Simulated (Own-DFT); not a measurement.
# Point defects and the pressure they add: 2H SiC

Everything here is calculated. The program is Own-DFT (plane waves, in-house, since retired, never reviewed by a person); positions were held fixed, and spin and spin-orbit coupling were off.

All runs used: PBE; PseudoDojo norm-conserving scalar-relativistic files; cutoff 42 hartree; 4 x 4 x 3 k mesh centred on Gamma; Fermi-Dirac smearing of 0.1 eV.

Limits (not all hold for every row): not probed for a lower state with spin; forces on such cells moved up to 12 meV/angstrom on a denser k mesh; forces on such cells passed a denser k mesh, each cell not checked; stress not checked against mesh or cutoff.

All runs share one cell, with vectors in Å (9.248, 0.000, 0.000); (-4.624, 8.009, 0.000); (0.000, 0.000, 10.068) and a volume of 745.7 Å³. Atoms were moved at random from their sites; u is the rms move along one axis. The defect's site can differ from row to row.

```
                                     cell     formula   u (Å)  P (GPa)
                                no defect     C36Si36  0.0297     3.85
                                no defect     C36Si36  0.0306     3.95
                                no defect     C36Si36  0.0643     6.81
                 two Al on a Si site each  Al2C36Si34  0.0283     5.76
                 two Al on a Si site each  Al2C36Si34  0.0309     5.82
                 two Al on a Si site each  Al2C36Si34  0.0494        ?
                 two Al on a Si site each  Al2C36Si34  0.0513     7.40
one C on a Si site and one Si on a C site     C36Si36  0.0306     7.93
one C on a Si site and one Si on a C site     C36Si36  0.0482     8.79
one C on a Si site and one Si on a C site     C36Si36  0.0496     9.38
                       one C on a Si site     C37Si35  0.0298     1.93
                       one C on a Si site     C37Si35  0.0308     2.07
                       one C on a Si site     C37Si35  0.0526     3.63
                            one C vacancy     C35Si36  0.0286     3.52
                            one C vacancy     C35Si36  0.0300     3.83
                            one C vacancy     C35Si36  0.0317     3.92
```

## Working it out

P = P0 + c u² + a shift for each defect gives P0 = 3.10 GPa, c = 891 ± 38 GPa/Å² and a scatter of 0.14 GPa. The shifts, and each times the cell's volume:

- one C on a Si site and one Si on a C site: 3.90 ± 0.11 GPa, 18.1 eV
- two Al on a Si site each: 1.92 ± 0.11 GPa, 9.0 eV (4.5 eV for each of its 2 sites)
- one C vacancy: -0.15 ± 0.12 GPa, -0.7 eV (not resolved)
- one C on a Si site: -1.93 ± 0.11 GPa, -9.0 eV

A positive shift means that the defect pushes the cell outwards. Shift times volume (160.2 GPa Å³ is 1 eV) depends little on the cell's size, so, taken for each site, it can be compared between cells at like pressure. The atoms around the defects weren't relaxed, which would change these numbers.

## Withheld run

The question: what pressure belongs in the blank (two Al on a Si site each, u = 0.0494 Å)?

Estimate: 7.20 ± 0.16 GPa. The calculation gave 7.21 GPa.
